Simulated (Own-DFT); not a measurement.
Simulation results for Hf$_{32}$O$_{63}$ (monoclinic hafnia with one neutral oxygen vacancy, atoms displaced), Hf$_{31}$SiO$_{64}$ (monoclinic hafnia with substituted atoms, atoms displaced)

A calculation, not a measurement: plane-wave PBE and HSE06 DFT by an unreviewed code, no spin, of a simulated cell at Gamma alone, so results move with cell size and shape, stress positive in tension, energies less offsets, not probed for a lower state with spin; hafnium file: forces about 75 meV/angstrom off all-electron values; oxygen file: force components 24 meV/angstrom off all-electron in a glass; k mesh not checked against a denser one; forces and stress are PBE's, HSE06 gives the energy alone, and its difference from PBE has offsets of its own; offsets are fitted by least squares, one for each functional and potential file, so energies compare only between cells with the same atoms and settings and are not formation energies; the far tail of each file's local potential was reset to the Coulomb form; each entry is a single point on an unrelaxed cell, so the pressure reflects the starting lattice, mostly measured values, from which strain is counted, and rises with the displacements; printed positions are rounded, which can move forces by about a meV/angstrom; the program is a retired in-house code; no spin-orbit coupling. Program: Own-DFT development build.

Common to all runs: first functional PBE; second functional HSE06; exact exchange share 0.25; screening 0.11 1/bohr; exchange divergence Gygi-Baldereschi; potential files PseudoDojo norm-conserving, scalar-relativistic, made for PBE, standard set; wave cutoff 48 hartree; occupations fixed; k mesh 1 x 1 x 1 centred on Gamma.

(1) 
```cif
# cell vector a (Å): 10.2340 0.0000 0.0000
# cell vector b (Å): 0.0000 10.3500 0.0000
# cell vector c (Å): -1.6955 0.0000 10.4453
data_Hf32O63
_symmetry_space_group_name_H-M 'P 1'
_symmetry_Int_Tables_number 1
_cell_length_a 10.2340
_cell_length_b 10.3500
_cell_length_c 10.5820
_cell_angle_alpha 90.000
_cell_angle_beta 99.220
_cell_angle_gamma 90.000
_cell_volume 1106.39
loop_
_atom_site_label
_atom_site_type_symbol
_atom_site_fract_x
_atom_site_fract_y
_atom_site_fract_z
_atom_site_occupancy
Hf1 Hf 0.13930 0.02411 0.10615 1
Hf2 Hf 0.35990 0.27033 0.14119 1
Hf3 Hf 0.36403 0.48390 0.39785 1
Hf4 Hf 0.13379 0.22787 0.35334 1
O1 O 0.03724 0.17047 0.17471 1
O2 O 0.46617 0.41545 0.07413 1
O3 O 0.46003 0.33364 0.32381 1
O4 O 0.04147 0.08851 0.42410 1
O5 O 0.22152 0.37756 0.23966 1
O6 O 0.27604 0.13103 0.01005 1
O7 O 0.27709 0.12209 0.25835 1
O8 O 0.21912 0.37117 0.49126 1
Hf5 Hf 0.13745 0.01811 0.60294 1
Hf6 Hf 0.36183 0.26952 0.64972 1
Hf7 Hf 0.35960 0.47887 0.89941 1
Hf8 Hf 0.14107 0.23452 0.85497 1
O9 O 0.03705 0.16370 0.67595 1
O10 O 0.46762 0.42003 0.58145 1
O11 O 0.46564 0.33204 0.82773 1
O12 O 0.04171 0.08296 0.92581 1
O13 O 0.22767 0.36998 0.73412 1
O14 O 0.27205 0.13274 0.50610 1
O15 O 0.27238 0.12445 0.75576 1
O16 O 0.22691 0.37290 0.99028 1
Hf9 Hf 0.13391 0.51758 0.10099 1
Hf10 Hf 0.36293 0.77142 0.14684 1
Hf11 Hf 0.36501 0.98477 0.39648 1
Hf12 Hf 0.13487 0.72439 0.35410 1
O17 O 0.03396 0.66461 0.17271 1
O18 O 0.46305 0.91554 0.07451 1
O19 O 0.46020 0.83809 0.33091 1
O20 O 0.03344 0.58496 0.42177 1
O21 O 0.22864 0.88085 0.23928 1
O22 O 0.27951 0.63188 0.01169 1
O23 O 0.27915 0.62090 0.25881 1
O24 O 0.22339 0.87234 0.48399 1
Hf13 Hf 0.13258 0.52204 0.60548 1
Hf14 Hf 0.36341 0.76859 0.64342 1
Hf15 Hf 0.36778 0.98343 0.89893 1
Hf16 Hf 0.13335 0.73192 0.85186 1
O25 O 0.03986 0.66531 0.67515 1
O26 O 0.46255 0.91689 0.57759 1
O27 O 0.46856 0.83074 0.82761 1
O28 O 0.03798 0.58168 0.92280 1
O29 O 0.22487 0.87713 0.74400 1
O30 O 0.27163 0.62864 0.51110 1
O31 O 0.27670 0.61956 0.76000 1
O32 O 0.22550 0.87376 0.98937 1
Hf17 Hf 0.63973 0.02263 0.10236 1
Hf18 Hf 0.86507 0.27190 0.14995 1
Hf19 Hf 0.86319 0.47828 0.39577 1
Hf20 Hf 0.63625 0.23620 0.35441 1
O33 O 0.54310 0.16548 0.17330 1
O34 O 0.96408 0.41344 0.07471 1
O35 O 0.96596 0.33247 0.32693 1
O36 O 0.53861 0.08136 0.42402 1
O37 O 0.72529 0.37926 0.24321 1
O38 O 0.77987 0.12917 0.01499 1
O39 O 0.77886 0.12058 0.26219 1
O40 O 0.72611 0.37391 0.49076 1
Hf21 Hf 0.63793 0.01775 0.60039 1
Hf22 Hf 0.86624 0.26952 0.64710 1
Hf23 Hf 0.86349 0.48261 0.89232 1
Hf24 Hf 0.63701 0.23390 0.85622 1
O41 O 0.53704 0.16707 0.67051 1
O42 O 0.96691 0.41640 0.57568 1
O43 O 0.54038 0.07839 0.92772 1
O44 O 0.72515 0.37659 0.73659 1
O45 O 0.77507 0.13151 0.51260 1
O46 O 0.77943 0.12193 0.76241 1
O47 O 0.72205 0.36988 0.98785 1
Hf25 Hf 0.63763 0.52553 0.10449 1
Hf26 Hf 0.86191 0.77185 0.14638 1
Hf27 Hf 0.86187 0.97988 0.39778 1
Hf28 Hf 0.63501 0.73076 0.35240 1
O48 O 0.54160 0.66245 0.17152 1
O49 O 0.96216 0.91788 0.07656 1
O50 O 0.96031 0.83339 0.32914 1
O51 O 0.53594 0.58398 0.42375 1
O52 O 0.72849 0.87821 0.24089 1
O53 O 0.77487 0.62521 0.01137 1
O54 O 0.77406 0.62048 0.25915 1
O55 O 0.72680 0.87157 0.49361 1
Hf29 Hf 0.64121 0.52040 0.60755 1
Hf30 Hf 0.86556 0.77276 0.64396 1
Hf31 Hf 0.86649 0.98263 0.89502 1
Hf32 Hf 0.63810 0.73657 0.85532 1
O56 O 0.53502 0.66482 0.67121 1
O57 O 0.96515 0.91053 0.57868 1
O58 O 0.96293 0.83548 0.82263 1
O59 O 0.53738 0.58075 0.92533 1
O60 O 0.72330 0.88177 0.73794 1
O61 O 0.77340 0.62864 0.50728 1
O62 O 0.77896 0.62488 0.76485 1
O63 O 0.72705 0.86572 0.98686 1
_calc_PBE_energy_of_cell_above_offsets '-94.061'  # eV
_calc_HSE06_less_PBE_above_offsets '-0.203'  # eV
_calc_PBE_pressure 4.31  # GPa
_calc_PBE_stress_xx -4.68  # GPa
_calc_PBE_stress_yy -3.87  # GPa
_calc_PBE_stress_zz -4.39  # GPa
_calc_PBE_stress_yz 0.1  # GPa
_calc_PBE_stress_xz -0.41  # GPa
_calc_PBE_stress_xy -0.12  # GPa
```

Force:
```tsv
element	x (eV/Å)	y (eV/Å)	z (eV/Å)
Hf	0.08	-0.956	0.059
Hf	0.576	0.405	1.375
Hf	-0.649	-1.141	0.195
Hf	2.15	1.333	0.575
O	-0.104	-0.52	-0.606
O	-0.304	-0.455	0.469
O	0.499	-0.035	0.324
O	-2.235	-1.901	0.373
O	0.177	0.373	-0.688
O	0.457	-0.003	-0.138
O	0.118	0.083	-0.161
O	0.599	0.395	-0.313
Hf	0.948	0.412	0.252
Hf	0.613	0.009	-1.85
Hf	1.389	1.02	-0.832
Hf	-0.439	-0.862	-0.835
O	-0.719	0.424	0.083
O	-0.34	-0.271	-0.319
O	-0.231	0.123	0.439
O	-0.362	0.494	-0.53
O	-1.179	1.332	1.287
O	0.614	-0.472	0.706
O	0.507	-0.839	0.829
O	-0.679	-0.162	-0.246
Hf	0.849	0.546	1.165
Hf	-0.636	0.101	-0.31
Hf	-1.216	-0.025	-0.1
Hf	0.831	1.276	-0.32
O	0.077	-0.058	-0.033
O	0.722	0.129	0.54
O	1.588	-1.327	-0.542
O	-0.321	-0.292	0.302
O	-0.602	-0.098	-0.373
O	-0.446	-0.432	-0.174
O	-0.372	0.038	0.313
O	-0.299	-0.192	0.581
Hf	1.901	-1.207	-0.132
Hf	-0.25	0.058	0.502
Hf	-1.127	-1.18	-0.849
Hf	1.7	0.332	0.825
O	-1.256	0.778	-0.258
O	0.202	0.099	0.16
O	-0.95	0.862	-0.029
O	-0.383	-0.199	-0.393
O	0.218	0.284	-0.763
O	0.212	0.108	-0.221
O	-0.21	-0.215	0.287
O	-0.236	-0.069	0.062
Hf	0.587	-0.418	1.077
Hf	-1.007	-0.442	-0.799
Hf	-0.801	0.282	-0.279
Hf	0.161	-0.716	0.073
O	-1.154	0.641	-0.185
O	0.28	0.387	-0.416
O	-0.503	0.628	0.266
O	0.105	0.516	-0.605
O	0.011	0.008	-0.273
O	-0.11	-0.227	-0.345
O	0.061	0.048	0.343
O	-0.101	-0.098	-0.175
Hf	-0.152	0.893	1.084
Hf	-0.297	-0.11	0.037
Hf	-0.756	-0.782	0.336
Hf	0.8	-0.746	-0.428
O	-0.018	-0.114	0.413
O	-0.581	-0.399	0.33
O	0.109	0.916	-0.962
O	0.679	0.267	0.748
O	0.387	-0.288	-0.221
O	-0.062	0.202	0.109
O	0.507	0.228	0.016
Hf	0.943	-1.658	-0.659
Hf	-0.117	-0.363	-0.217
Hf	-0.064	0.453	-0.495
Hf	0.445	-0.233	0.488
O	-1.96	1.997	0.777
O	0.629	0.164	0.311
O	0.884	-0.254	0.086
O	-0.057	0.211	-0.297
O	-0.788	0.253	-0.169
O	0.583	0.42	0.111
O	0.467	0.094	0.458
O	-0.147	-0.128	-0.787
Hf	-0.362	0.219	-0.415
Hf	-1.546	-0.981	0.19
Hf	-0.591	0.218	0.112
Hf	0.123	-1.718	-0.328
O	0.024	0.347	0.053
O	1.051	1.257	-0.55
O	0.303	-0.094	0.426
O	-0.281	0.48	-0.629
O	0.212	-0.407	0.128
O	0.456	0.325	0.465
O	0.132	-0.32	-0.447
O	0.033	0.939	0.551
```

(2) 
```cif
# cell vector a (Å): 10.2340 0.0000 0.0000
# cell vector b (Å): 0.0000 10.3500 0.0000
# cell vector c (Å): -1.6955 0.0000 10.4453
data_Hf31SiO64
_symmetry_space_group_name_H-M 'P 1'
_symmetry_Int_Tables_number 1
_cell_length_a 10.2340
_cell_length_b 10.3500
_cell_length_c 10.5820
_cell_angle_alpha 90.000
_cell_angle_beta 99.220
_cell_angle_gamma 90.000
_cell_volume 1106.39
loop_
_atom_site_label
_atom_site_type_symbol
_atom_site_fract_x
_atom_site_fract_y
_atom_site_fract_z
_atom_site_occupancy
Hf1 Hf 0.11948 0.01420 0.08782 1
Hf2 Hf 0.35623 0.26029 0.12823 1
Hf3 Hf 0.36694 0.47680 0.38788 1
Hf4 Hf 0.14227 0.23814 0.35708 1
O1 O 0.03898 0.16796 0.16371 1
O2 O 0.45896 0.41108 0.08634 1
O3 O 0.47431 0.33119 0.32258 1
O4 O 0.03582 0.08071 0.42477 1
O5 O 0.23517 0.37870 0.23507 1
O6 O 0.26813 0.12718 0.00011 1
O7 O 0.27506 0.12264 0.26224 1
O8 O 0.23756 0.37346 0.49731 1
Hf5 Hf 0.13169 0.02343 0.61210 1
Hf6 Hf 0.34662 0.27505 0.65017 1
Hf7 Hf 0.37434 0.47408 0.90167 1
Hf8 Hf 0.12572 0.23033 0.84796 1
O9 O 0.04972 0.17092 0.67590 1
O10 O 0.45435 0.40729 0.57609 1
O11 O 0.46559 0.34506 0.84071 1
O12 O 0.04023 0.08967 0.92926 1
O13 O 0.21757 0.37643 0.73370 1
O14 O 0.27069 0.13175 0.51436 1
O15 O 0.27693 0.13202 0.75657 1
O16 O 0.22230 0.36391 0.98058 1
Hf9 Hf 0.13440 0.50419 0.08618 1
Si1 Si 0.37361 0.76976 0.14644 1
Hf10 Hf 0.36258 0.98699 0.39915 1
Hf11 Hf 0.13918 0.73159 0.36661 1
O17 O 0.03484 0.65530 0.17685 1
O18 O 0.47435 0.92702 0.07447 1
O19 O 0.45672 0.84302 0.32038 1
O20 O 0.04082 0.57931 0.41928 1
O21 O 0.22403 0.87661 0.24654 1
O22 O 0.28130 0.62812 0.00178 1
O23 O 0.27603 0.62044 0.26196 1
O24 O 0.22088 0.86384 0.49735 1
Hf12 Hf 0.15245 0.52127 0.59522 1
Hf13 Hf 0.38065 0.77399 0.66219 1
Hf14 Hf 0.35725 0.98827 0.89349 1
Hf15 Hf 0.15211 0.73041 0.86622 1
O25 O 0.04466 0.67026 0.68218 1
O26 O 0.44829 0.90022 0.58211 1
O27 O 0.46143 0.83058 0.81578 1
O28 O 0.03199 0.57590 0.92394 1
O29 O 0.20780 0.88216 0.73468 1
O30 O 0.27615 0.62517 0.50695 1
O31 O 0.26580 0.61319 0.76973 1
O32 O 0.22960 0.87787 0.97206 1
Hf16 Hf 0.63553 0.02288 0.09637 1
Hf17 Hf 0.86701 0.26029 0.13007 1
Hf18 Hf 0.84815 0.47801 0.39700 1
Hf19 Hf 0.64061 0.22363 0.36579 1
O33 O 0.54518 0.16560 0.16814 1
O34 O 0.96472 0.40879 0.07175 1
O35 O 0.97337 0.32335 0.32786 1
O36 O 0.53014 0.07548 0.41702 1
O37 O 0.72330 0.37192 0.24832 1
O38 O 0.77827 0.13415 0.00201 1
O39 O 0.78426 0.12576 0.25312 1
O40 O 0.73343 0.38295 0.49302 1
Hf20 Hf 0.64724 0.00326 0.60597 1
Hf21 Hf 0.88108 0.25639 0.64254 1
Hf22 Hf 0.87349 0.47332 0.89457 1
Hf23 Hf 0.63513 0.23458 0.84349 1
O41 O 0.53902 0.17204 0.66774 1
O42 O 0.97455 0.41501 0.59115 1
O43 O 0.96738 0.33526 0.82833 1
O44 O 0.54629 0.07013 0.92438 1
O45 O 0.72046 0.37158 0.73614 1
O46 O 0.78270 0.12227 0.51842 1
O47 O 0.78536 0.12553 0.77031 1
O48 O 0.71391 0.36786 0.98817 1
Hf24 Hf 0.62702 0.53242 0.10884 1
Hf25 Hf 0.85991 0.75205 0.14898 1
Hf26 Hf 0.86398 0.98737 0.38662 1
Hf27 Hf 0.63830 0.73001 0.35793 1
O49 O 0.52297 0.68153 0.18069 1
O50 O 0.96733 0.91902 0.07472 1
O51 O 0.96845 0.83701 0.32851 1
O52 O 0.53034 0.58142 0.41496 1
O53 O 0.72999 0.87106 0.23484 1
O54 O 0.76448 0.61999 0.99284 1
O55 O 0.78273 0.62111 0.28110 1
O56 O 0.71069 0.86354 0.49997 1
Hf28 Hf 0.64047 0.51803 0.60942 1
Hf29 Hf 0.86317 0.77118 0.65151 1
Hf30 Hf 0.86413 0.97438 0.89697 1
Hf31 Hf 0.64335 0.74975 0.85101 1
O57 O 0.54754 0.66447 0.67166 1
O58 O 0.97042 0.92190 0.57229 1
O59 O 0.95239 0.85311 0.82503 1
O60 O 0.52628 0.57922 0.92578 1
O61 O 0.72559 0.88087 0.74018 1
O62 O 0.77754 0.62592 0.51788 1
O63 O 0.77435 0.62196 0.77060 1
O64 O 0.73999 0.87379 0.99013 1
_calc_PBE_energy_of_cell_above_offsets '-76.215'  # eV
_calc_HSE06_less_PBE_above_offsets '0.771'  # eV
_calc_PBE_pressure 8.53  # GPa
_calc_PBE_stress_xx -9.19  # GPa
_calc_PBE_stress_yy -8.2  # GPa
_calc_PBE_stress_zz -8.2  # GPa
_calc_PBE_stress_yz -0.33  # GPa
_calc_PBE_stress_xz -0.56  # GPa
_calc_PBE_stress_xy -0.68  # GPa
```

Force:
```tsv
element	x (eV/Å)	y (eV/Å)	z (eV/Å)
Hf	4.942	0.849	5.21
Hf	0.548	-0.499	3.787
Hf	-0.644	-0.049	0.057
Hf	0.601	-1.476	-0.622
O	0.297	-0.127	0.214
O	1.312	1.76	-0.324
O	0.029	-0.471	0.609
O	0.058	0.97	-0.665
O	-0.809	-0.705	-0.453
O	1.315	-0.291	-0.113
O	0.484	0.179	-0.37
O	-1.953	-0.609	-2.175
Hf	3.476	-2.753	-3.033
Hf	2.609	-0.924	-1.104
Hf	-4.631	2.307	-0.427
Hf	3.801	0.798	2.347
O	-1.78	0.367	-0.738
O	3.004	2.049	0.45
O	2.378	-4.4	-2.521
O	-2.238	-0.367	-2.769
O	-0.132	0.236	0.816
O	0.067	-0.058	0.023
O	0.146	-1.868	1.781
O	-0.251	0.496	0.544
Hf	1.271	2.286	4.088
Si	-0.065	0.615	3.743
Hf	-3.367	-1.584	-1.248
Hf	1.604	-0.17	-1.709
O	-1.01	0.202	-1.158
O	-4.068	-4.019	0.039
O	1.379	-1.436	-1.071
O	-1.556	-0.796	0.657
O	0.471	-0.175	-2.196
O	-0.185	1.811	2.893
O	0.826	0.638	-1.352
O	-0.008	1.145	-0.183
Hf	-2.369	0.786	1.567
Hf	-7.167	-6.582	-4.837
Hf	0.706	0.612	-0.509
Hf	-1.502	-1.501	-3.573
O	-1.913	0.766	-0.474
O	5.542	5.95	-2.552
O	1.411	2.355	5.985
O	1.436	2.006	-0.66
O	1.498	-0.205	1.831
O	1.326	0.326	0.679
O	1.486	0.358	-0.385
O	-0.219	-0.003	2.373
Hf	2.505	0.589	2.135
Hf	-2.083	0.79	2.573
Hf	4.543	-1.566	0.549
Hf	-0.791	1.781	-2.734
O	-1.211	0.693	0.429
O	0.262	0.416	-0.155
O	-1.727	1.559	0.077
O	2.314	0.53	1.284
O	0.349	1.416	-0.841
O	-0.172	-0.722	0.234
O	-0.431	-0.982	1.167
O	-1.721	-2.743	0.496
Hf	-2.81	4.316	-0.415
Hf	-3.156	3.551	0.022
Hf	-4.748	0.814	-0.608
Hf	0.619	-0.488	0.934
O	-0.137	-1.294	-0.01
O	-0.563	-0.463	-1.092
O	-0.136	-1.321	-0.934
O	-0.941	1.096	-2.543
O	0.888	0.746	-0.097
O	-0.757	-0.383	-0.863
O	0.413	-0.982	-1.628
O	0.735	0.805	0.352
Hf	0.13	-3.264	-1.315
Hf	2.332	1.275	0.342
Hf	1.557	-1.193	0.157
Hf	-1.568	1.007	0.711
O	-0.064	-0.6	-2.058
O	-2.632	-2.855	0.426
O	-0.957	-0.068	-0.586
O	1.863	0.769	0.739
O	-0.717	0.218	0.503
O	-0.281	1.459	3.404
O	-1.406	1.381	-3.416
O	1.037	0.111	-0.861
Hf	-0.496	-1.552	-0.294
Hf	3.046	-1.693	-0.787
Hf	-2.28	5.292	1.303
Hf	0.137	-4.151	1.221
O	-0.902	1.041	0.493
O	-3.201	-1.554	0.545
O	4.348	-4.618	-1.55
O	2.455	2.734	0.889
O	-0.898	-0.436	0.61
O	-0.209	0.561	0.005
O	0.82	0.56	-1.199
O	-1.514	-1.378	-0.087
```
